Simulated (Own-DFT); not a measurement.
Simulation results for Si$_{3}$N$_{4}$ (beta silicon nitride, atoms displaced)

Computed with Own-DFT development build. A calculation, not a measurement: plane-wave PBE density functional theory by an unreviewed code, no spin, of a simulated periodic cell, stress positive in tension, free energy of the whole cell less one offset for each atom, some atoms lie very close together; forces on such cells moved up to 12 meV/angstrom on a denser k mesh; offsets are fitted by least squares, one for each functional and potential file, so energies compare only between cells with the same atoms and settings and are not formation energies; the far tail of each file's local potential was reset to the Coulomb form; each entry is a single point on an unrelaxed cell, so the pressure reflects the starting lattice, mostly measured values (interpolated for alloys), from which strain is counted, and rises with the displacements; printed positions are rounded, which can move forces by about a meV/angstrom; the program, named Own-DFT, is a retired in-house code; no spin-orbit coupling; before rounding, a Quantum ESPRESSO 7.3.1 run of the same cell and cutoff gave forces within 1 meV/angstrom rms on each cell, which checks the program and not the settings.

Common to all runs: functional PBE; potential files PseudoDojo norm-conserving, scalar-relativistic, standard set; wave cutoff 42 hartree; occupations Fermi-Dirac; smearing width 0.1 eV; k mesh 2 x 2 x 4 centred on Gamma.

(1) Si$_{3}$N$_{4}$ (beta silicon nitride, atoms displaced)

```
Si3N4
1.0
     15.2120     0.0000     0.0000
     -7.6060    13.1740     0.0000
      0.0000     0.0000     5.8180
Si N Si N Si N Si N Si N Si N Si N Si N
6 8 6 8 6 8 6 8 6 8 6 8 6 8 6 8
Direct
  0.08457 0.37975 0.11337
  0.11659 0.20122 0.14948
  0.30044 0.41810 0.13699
  0.41817 0.10966 0.37566
  0.38918 0.29406 0.37967
  0.21146 0.09833 0.37532
  0.17076 0.02650 0.12487
  0.49085 0.15959 0.16317
  0.34753 0.33159 0.12326
  0.32885 0.47597 0.38307
  0.01353 0.34624 0.38694
  0.15645 0.17042 0.37661
  0.16801 0.33728 0.09837
  0.34078 0.17501 0.39050
  0.07119 0.37840 0.62974
  0.11310 0.21157 0.61681
  0.29391 0.39980 0.61674
  0.40785 0.10979 0.87912
  0.38132 0.29361 0.85992
  0.20597 0.08940 0.85371
  0.16895 0.02672 0.60978
  0.49476 0.15103 0.59704
  0.35160 0.34287 0.62609
  0.33349 0.47172 0.88059
  0.01243 0.35017 0.83185
  0.14893 0.16775 0.88986
  0.15858 0.33448 0.62774
  0.31986 0.15694 0.88646
  0.09120 0.87822 0.10550
  0.12665 0.71016 0.13420
  0.30318 0.92209 0.10861
  0.42370 0.62536 0.34656
  0.38565 0.78650 0.36392
  0.20398 0.60584 0.36942
  0.15945 0.50848 0.12152
  0.48225 0.64400 0.11791
  0.34140 0.82487 0.13417
  0.32675 0.97407 0.35945
  0.01246 0.85289 0.38420
  0.15103 0.66268 0.36394
  0.16215 0.82919 0.15067
  0.33183 0.67891 0.38018
  0.08926 0.88527 0.59911
  0.11378 0.70780 0.62040
  0.30635 0.91404 0.65626
  0.41747 0.59928 0.87222
  0.37401 0.79373 0.89632
  0.19546 0.58804 0.88359
  0.18197 0.52635 0.62078
  0.48191 0.64711 0.61432
  0.34498 0.83102 0.62142
  0.34305 0.98064 0.88185
  0.02057 0.85468 0.86719
  0.15454 0.66675 0.89875
  0.16120 0.83772 0.63850
  0.34068 0.67564 0.84378
  0.58862 0.38971 0.15009
  0.62519 0.21088 0.11906
  0.80396 0.41020 0.14075
  0.91293 0.11854 0.39190
  0.89323 0.29814 0.37549
  0.70831 0.09434 0.38713
  0.65069 0.01425 0.10648
  0.98484 0.14947 0.12315
  0.84757 0.33439 0.13840
  0.83549 0.47751 0.34974
  0.51954 0.35629 0.35949
  0.66004 0.18077 0.37912
  0.66939 0.33300 0.12081
  0.83268 0.15512 0.36590
  0.58595 0.38726 0.62695
  0.61827 0.20881 0.63618
  0.79998 0.40060 0.60033
  0.91801 0.12554 0.89373
  0.88852 0.30488 0.90514
  0.70314 0.08576 0.92760
  0.67312 0.00958 0.63058
  0.98102 0.14536 0.60832
  0.84721 0.33901 0.63438
  0.82128 0.48030 0.89037
  0.50506 0.33314 0.87595
  0.62888 0.15527 0.87690
  0.67329 0.34236 0.61246
  0.82721 0.15853 0.83692
  0.58956 0.87913 0.12092
  0.61267 0.70248 0.09522
  0.79993 0.91859 0.12484
  0.91637 0.62145 0.35562
  0.88437 0.80107 0.35603
  0.69795 0.57856 0.39309
  0.66831 0.51646 0.14220
  0.99336 0.65792 0.11129
  0.84040 0.83600 0.11538
  0.82906 0.98046 0.36317
  0.52682 0.84261 0.41408
  0.65251 0.66792 0.38250
  0.67772 0.83886 0.14448
  0.82095 0.65112 0.36375
  0.58599 0.87543 0.62410
  0.62561 0.70917 0.62503
  0.81149 0.91463 0.66279
  0.90042 0.60179 0.88336
  0.89132 0.81156 0.90208
  0.71065 0.59390 0.90270
  0.67672 0.51641 0.63467
  0.98272 0.64955 0.59453
  0.85512 0.84109 0.61050
  0.82203 0.98871 0.87583
  0.52360 0.84302 0.90837
  0.65464 0.65449 0.85053
  0.67295 0.84629 0.63828
  0.84040 0.67211 0.91102
```

```
free energy of cell above offsets : 28.648 eV
pressure                          : 16.8 GPa
stress xx                         : -18.28 GPa
stress yy                         : -13.82 GPa
stress zz                         : -18.3 GPa
stress yz                         : -0.22 GPa
stress xz                         : -0.6 GPa
stress xy                         : 2.55 GPa
```

Force:
| element | x (eV/Å) | y (eV/Å) | z (eV/Å) |
| --- | --- | --- | --- |
| Si | 1.821 | 1.36 | 0.598 |
| Si | -0.496 | 2.369 | -5.675 |
| Si | 0.233 | -4.528 | -1.439 |
| Si | -4.033 | -1.246 | 1.205 |
| Si | -2.657 | 4.818 | -2.446 |
| Si | 0.782 | -1.214 | -2.196 |
| N | 0.495 | -3.719 | -0.803 |
| N | 0.677 | -0.445 | -7.271 |
| N | 0.858 | -0.152 | 0.715 |
| N | 0.405 | 4.593 | 0.002 |
| N | 0.664 | 0.361 | -5.179 |
| N | -1.3 | 0.945 | 2.92 |
| N | -0.549 | -2.28 | 1.841 |
| N | 1.816 | -4.984 | 0.386 |
| Si | 13.25 | 9.177 | -11.4 |
| Si | 2.332 | -3.422 | 2.798 |
| Si | -8.285 | 5.66 | 1.574 |
| Si | 1.37 | 5.309 | 0.557 |
| Si | -1.893 | -0.629 | 3.53 |
| Si | -8.321 | -2.853 | 3.364 |
| N | 0.233 | -4.513 | -0.079 |
| N | -3.826 | -2.16 | 4.901 |
| N | 8.282 | -5.908 | -1.114 |
| N | 0.25 | 2.868 | -1.895 |
| N | -8.076 | -4.124 | 17.43 |
| N | -0.103 | -0.186 | -2.79 |
| N | 0.641 | 1.119 | -0.697 |
| N | 9.036 | 5.518 | -0.475 |
| Si | -3.483 | 4.106 | 2.324 |
| Si | -2.878 | -2.6 | -1.828 |
| Si | -0.852 | -7.891 | 7.368 |
| Si | -5.26 | -3.571 | 8.914 |
| Si | 0.031 | 16.68 | 2.355 |
| Si | 11.7 | -11.63 | 1.906 |
| N | -0.704 | 2.587 | 0.751 |
| N | 3.8 | 1.333 | -4.087 |
| N | -1.984 | 3.016 | 0.961 |
| N | 0.895 | 4.398 | 4.884 |
| N | -0.415 | -0.75 | -5.136 |
| N | -10.89 | 7.134 | 2.828 |
| N | 3.719 | 3.642 | -1.085 |
| N | 3.963 | -15.87 | -1.16 |
| Si | -2.591 | 3.718 | 3.499 |
| Si | 0.352 | -1.23 | 1.316 |
| Si | -2.765 | -3.454 | -8.94 |
| Si | -4.982 | 1.516 | -4.092 |
| Si | 4.52 | -0.044 | -4.349 |
| Si | 6.087 | -1.623 | -2.583 |
| N | -2.97 | -2.054 | -0.263 |
| N | 2.55 | 0.48 | 0.509 |
| N | 1.624 | 0.051 | 1.312 |
| N | 0.171 | 5.174 | -2.139 |
| N | -1.207 | 0.32 | -0.417 |
| N | -3.601 | 2.717 | -3.552 |
| N | 5.769 | -0.9 | 0.554 |
| N | 0.277 | -5.275 | 2.34 |
| Si | 4.993 | -0.81 | -8.656 |
| Si | -2.649 | -1.689 | 2.578 |
| Si | -6.544 | -0.914 | -7.491 |
| Si | 0.825 | -6.281 | -5.739 |
| Si | -5.16 | -3.409 | 2.072 |
| Si | -3.244 | -4.077 | 1.898 |
| N | -0.985 | -7.999 | 13.57 |
| N | 1.047 | 1.403 | 3.665 |
| N | 4.916 | -2.841 | 0.526 |
| N | 0.846 | 5.93 | 8.049 |
| N | -3.619 | -1.672 | 7.89 |
| N | 2.566 | -1.739 | -0.026 |
| N | -0.927 | 2.919 | 0.111 |
| N | -3.076 | 6.563 | -0.917 |
| Si | 1.875 | -0.463 | 1.242 |
| Si | 1.431 | 1.7 | -2.295 |
| Si | -11.56 | 10.03 | 0.411 |
| Si | -1.688 | -3.277 | -4.603 |
| Si | -1.072 | -3.637 | -5.966 |
| Si | 0.376 | 6.883 | -16.1 |
| N | -2.264 | 2.282 | -0.07 |
| N | 2.902 | 2.042 | 6.442 |
| N | 12.57 | -7.837 | 1.44 |
| N | 2.053 | -2.075 | -2.006 |
| N | 2.818 | 2.677 | -0.648 |
| N | 4.155 | -0.666 | 0.715 |
| N | -2.011 | -2.725 | 0.665 |
| N | -0.069 | 4.913 | 3.02 |
| Si | 3.111 | 3.317 | 7.138 |
| Si | 3.685 | 1.574 | 3.32 |
| Si | -1.327 | 1.489 | -0.127 |
| Si | -1.11 | -2.324 | -1.112 |
| Si | -0.365 | -2.912 | 2.39 |
| Si | -1.969 | 2.834 | -0.58 |
| N | -1.151 | -0.937 | -1.772 |
| N | -1.026 | -1.177 | 0.212 |
| N | 2.341 | -0.702 | 2.013 |
| N | 1.682 | 3.661 | 4.429 |
| N | -8.983 | -4.86 | -14.2 |
| N | 0.295 | -0.928 | -3.12 |
| N | -3.48 | -4.226 | -1.261 |
| N | 2.852 | 5.67 | 0.49 |
| Si | 2.944 | 7.107 | 12.08 |
| Si | -2.253 | 1.118 | -1.375 |
| Si | -6.792 | 1.584 | -6.234 |
| Si | 2.19 | 4.7 | -1.217 |
| Si | 3.277 | -3.773 | -6.314 |
| Si | 4.997 | -3.821 | -1.248 |
| N | -1.409 | -1.515 | 2.935 |
| N | 1.16 | -0.108 | 3.995 |
| N | 3.293 | -2.472 | 2.577 |
| N | 2.679 | 2.332 | 2.449 |
| N | -6.101 | -2.732 | -7.424 |
| N | -7.099 | 4.362 | 1.982 |
| N | 6.49 | -5.393 | 0.854 |
| N | -0.907 | 1.204 | -1.194 |

(2) Si$_{3}$N$_{4}$ (beta silicon nitride, atoms displaced)

```
Si3N4
1.0
     15.2120     0.0000     0.0000
     -7.6060    13.1740     0.0000
      0.0000     0.0000     5.8180
Si N Si N Si N Si N Si N Si N Si N Si N
6 8 6 8 6 8 6 8 6 8 6 8 6 8 6 8
Direct
  0.09074 0.39765 0.12884
  0.11049 0.20561 0.15724
  0.30163 0.42326 0.11471
  0.41552 0.11317 0.36721
  0.38404 0.30739 0.36997
  0.19035 0.07308 0.40397
  0.18068 0.02715 0.09783
  0.49303 0.16066 0.09964
  0.33658 0.31774 0.09744
  0.33959 0.48240 0.36224
  0.02360 0.35344 0.40175
  0.15017 0.16350 0.33745
  0.15804 0.33253 0.14447
  0.33178 0.17366 0.38343
  0.09913 0.38235 0.60921
  0.10527 0.18631 0.61724
  0.29989 0.41473 0.63316
  0.40860 0.11940 0.83929
  0.38676 0.29241 0.84515
  0.20617 0.09159 0.88774
  0.16885 0.02274 0.61231
  0.47721 0.14312 0.65749
  0.34186 0.33625 0.60691
  0.32864 0.48505 0.86370
  0.01636 0.34743 0.84577
  0.14845 0.17027 0.88276
  0.16549 0.33685 0.61370
  0.33286 0.16302 0.87152
  0.10494 0.88834 0.14373
  0.11651 0.69128 0.12585
  0.30181 0.92559 0.13472
  0.40361 0.62278 0.39335
  0.38668 0.80043 0.38924
  0.20619 0.59844 0.37546
  0.16656 0.51039 0.12953
  0.47796 0.65688 0.13759
  0.35128 0.83014 0.14144
  0.34200 0.98949 0.36531
  0.02457 0.84737 0.37558
  0.15876 0.66540 0.37032
  0.17666 0.83199 0.13701
  0.34400 0.67199 0.38414
  0.08533 0.89097 0.59983
  0.10520 0.69543 0.62326
  0.29640 0.91703 0.62045
  0.40934 0.61253 0.84713
  0.37945 0.79284 0.85335
  0.19315 0.57471 0.85663
  0.16448 0.50964 0.60619
  0.47515 0.65030 0.64357
  0.34687 0.82358 0.63224
  0.33147 0.98795 0.86994
  0.01682 0.84121 0.87578
  0.15448 0.65745 0.87666
  0.17324 0.82775 0.62097
  0.32935 0.67262 0.86805
  0.57831 0.38344 0.15325
  0.61987 0.20090 0.12731
  0.79093 0.40143 0.11636
  0.91559 0.12765 0.36167
  0.88846 0.30509 0.38328
  0.69728 0.09674 0.38458
  0.66256 0.01348 0.12044
  0.99487 0.15465 0.10478
  0.84972 0.33233 0.12532
  0.84414 0.49019 0.40320
  0.50790 0.33903 0.39414
  0.65402 0.17049 0.35875
  0.66999 0.33658 0.10311
  0.84003 0.17352 0.39735
  0.57565 0.37479 0.63142
  0.60084 0.18886 0.63512
  0.80367 0.42008 0.58604
  0.91512 0.11347 0.89390
  0.88518 0.30568 0.86427
  0.69731 0.09912 0.85284
  0.66018 0.00395 0.63988
  0.97137 0.14100 0.64658
  0.85041 0.33480 0.60643
  0.83566 0.47631 0.83630
  0.52598 0.35670 0.89129
  0.64227 0.17563 0.89361
  0.65878 0.32977 0.62178
  0.83455 0.16619 0.92063
  0.58379 0.89190 0.11944
  0.61967 0.69279 0.13066
  0.80381 0.91582 0.12102
  0.90219 0.60654 0.39022
  0.87220 0.79036 0.39276
  0.70319 0.59157 0.35975
  0.67136 0.52267 0.12190
  0.98039 0.66057 0.12795
  0.84934 0.82785 0.11397
  0.83131 0.98522 0.35627
  0.51276 0.84484 0.37370
  0.64139 0.65917 0.36590
  0.67452 0.84101 0.09854
  0.82608 0.65956 0.36580
  0.59176 0.88443 0.58489
  0.61834 0.71337 0.62489
  0.80347 0.92005 0.63842
  0.91343 0.61309 0.87386
  0.88896 0.80530 0.87430
  0.70384 0.59605 0.86433
  0.66504 0.50752 0.60758
  0.97817 0.64621 0.64311
  0.85015 0.82708 0.62460
  0.82795 0.98231 0.89641
  0.50953 0.85566 0.88787
  0.64555 0.64904 0.88206
  0.66068 0.83411 0.66188
  0.84505 0.67314 0.87566
```

```
free energy of cell above offsets : 32.968 eV
pressure                          : 17.27 GPa
stress xx                         : -16.34 GPa
stress yy                         : -12.72 GPa
stress zz                         : -22.75 GPa
stress yz                         : 3.21 GPa
stress xz                         : 0.2 GPa
stress xy                         : 3.92 GPa
```

Force:
| element | x (eV/Å) | y (eV/Å) | z (eV/Å) |
| --- | --- | --- | --- |
| Si | -0.914 | -10.74 | -0.533 |
| Si | 1.554 | 6.204 | -8.848 |
| Si | -0.963 | -5.58 | 0.787 |
| Si | -2.639 | 5.625 | -1.563 |
| Si | -1.187 | -4.066 | -3.052 |
| Si | 1.651 | 15.08 | -20.86 |
| N | -0.046 | -9.018 | 10.95 |
| N | -2.239 | -2.226 | 3.065 |
| N | -0.033 | 3.422 | 0.749 |
| N | -0.279 | 2.541 | 3.367 |
| N | -5.536 | -1.831 | -7.488 |
| N | 3.648 | -4.543 | 10.36 |
| N | 2.06 | 2.192 | -0.943 |
| N | 1.532 | -2.792 | 0.409 |
| Si | -7.326 | 2.829 | 4.054 |
| Si | -0.508 | 3.505 | 1.646 |
| Si | -3.894 | -0.742 | -4.361 |
| Si | -6.421 | -5.37 | 16.23 |
| Si | -1.732 | 1.466 | 2.765 |
| Si | -2.997 | 5.814 | -6.847 |
| N | 0.014 | -10.43 | 16.79 |
| N | 9.74 | 2.904 | -16.75 |
| N | 4.095 | -1.767 | 2.271 |
| N | 0.332 | 1.199 | 0.859 |
| N | -0.947 | 1.375 | 3.546 |
| N | 1.591 | -1.816 | -1.522 |
| N | 10.39 | -5.707 | 0.91 |
| N | -1.431 | 2.61 | -0.887 |
| Si | -2.379 | -1.177 | -4.751 |
| Si | -2.347 | 2.811 | -1.221 |
| Si | 3.1 | -6.423 | -4.966 |
| Si | 13.93 | -6.792 | -3.37 |
| Si | -0.066 | -0.742 | -2.945 |
| Si | 8.432 | -6.307 | -0.161 |
| N | 0.654 | 9.581 | -0.729 |
| N | 2.685 | -0.849 | -1.908 |
| N | -2.533 | 2.317 | -1.956 |
| N | -0.209 | 0.363 | 4.447 |
| N | -4.714 | -1.342 | -4.224 |
| N | -7.764 | 3.373 | 1.581 |
| N | -1.01 | -0.253 | -0.299 |
| N | -14.75 | 3.494 | -0.359 |
| Si | 4.008 | -1.583 | 9.262 |
| Si | 2.929 | 1.552 | 0.908 |
| Si | 2.269 | -2.889 | 1.128 |
| Si | -6.148 | 0.824 | 13.3 |
| Si | 3.418 | 2.197 | 9.184 |
| Si | 3.953 | 1.471 | 1.607 |
| N | 0.221 | 3.244 | 0.045 |
| N | 8.122 | 4.185 | -9.224 |
| N | -5.916 | 5.121 | -4.82 |
| N | 0.278 | 0.097 | -0.225 |
| N | 1.13 | 3.421 | -0.876 |
| N | -5.264 | 1.641 | -0.979 |
| N | -3.432 | 1.051 | -0.17 |
| N | 1.444 | -7.776 | -0.146 |
| Si | 4.66 | 2.263 | -2.062 |
| Si | -7.661 | 5.472 | 3.671 |
| Si | 1.014 | 4.557 | -2.222 |
| Si | 1.411 | -2.923 | 1.525 |
| Si | 4.878 | -1.945 | -3.037 |
| Si | 8.146 | -6.238 | -2.042 |
| N | -0.897 | 6.008 | 1.255 |
| N | -5.749 | -2.865 | 4.109 |
| N | 0.114 | 0.811 | 0.354 |
| N | 0.598 | 2.401 | -15.03 |
| N | -1.212 | 0.483 | -1.904 |
| N | -2.964 | 0.762 | 5.799 |
| N | -3.249 | -1.907 | 2.352 |
| N | -4.236 | 0.132 | -0.248 |
| Si | 5.112 | 4.143 | 0.871 |
| Si | 0.622 | 6.703 | -1.629 |
| Si | -3.466 | -13.44 | 13.31 |
| Si | -4.456 | -0.336 | -0.987 |
| Si | 3.725 | -2.05 | 0.266 |
| Si | 4.316 | -3.475 | 4.573 |
| N | -0.849 | 8.403 | -1.8 |
| N | 3.795 | 1.057 | -5.641 |
| N | -3.361 | 1.128 | 3.358 |
| N | 0.331 | 2.545 | 6.324 |
| N | -5.132 | -2.623 | -0.961 |
| N | 7.193 | -4.62 | -9.669 |
| N | 2.065 | -1.913 | -1.268 |
| N | -2.618 | 0.947 | -2.329 |
| Si | 1.837 | -3.922 | -1.302 |
| Si | -8.045 | 4.758 | -5.164 |
| Si | -1.825 | -4.968 | 2.68 |
| Si | 1.207 | 7.992 | -2.114 |
| Si | 4.745 | -1.907 | -7.488 |
| Si | -1.032 | -4.335 | 3.019 |
| N | -0.661 | -3.038 | -0.87 |
| N | 3.209 | -1.628 | 1.793 |
| N | -2.01 | 1.95 | 4.221 |
| N | 1.292 | 2.062 | 4.371 |
| N | 0.796 | 0.988 | -1.495 |
| N | 1.896 | 0.233 | 6.808 |
| N | -0.772 | -3.315 | 2.183 |
| N | 1.797 | 3.607 | 1.175 |
| Si | -3.207 | -1.968 | 5.683 |
| Si | -0.723 | -5.174 | 0.583 |
| Si | -1.75 | -0.724 | -2.189 |
| Si | -2.663 | -2.048 | 3.677 |
| Si | 5.056 | -3.793 | 0.743 |
| Si | 12.22 | -7.935 | -1.515 |
| N | -0.958 | 2.404 | 0.542 |
| N | 2.977 | 1.472 | -5.342 |
| N | -4.969 | 4.139 | 2.732 |
| N | 1.875 | 3.56 | -5.085 |
| N | 0.594 | -0.219 | -3.58 |
| N | -10.91 | 7.545 | -1.783 |
| N | 4.546 | 1.165 | -1.703 |
| N | -4.202 | -1.117 | -0.767 |
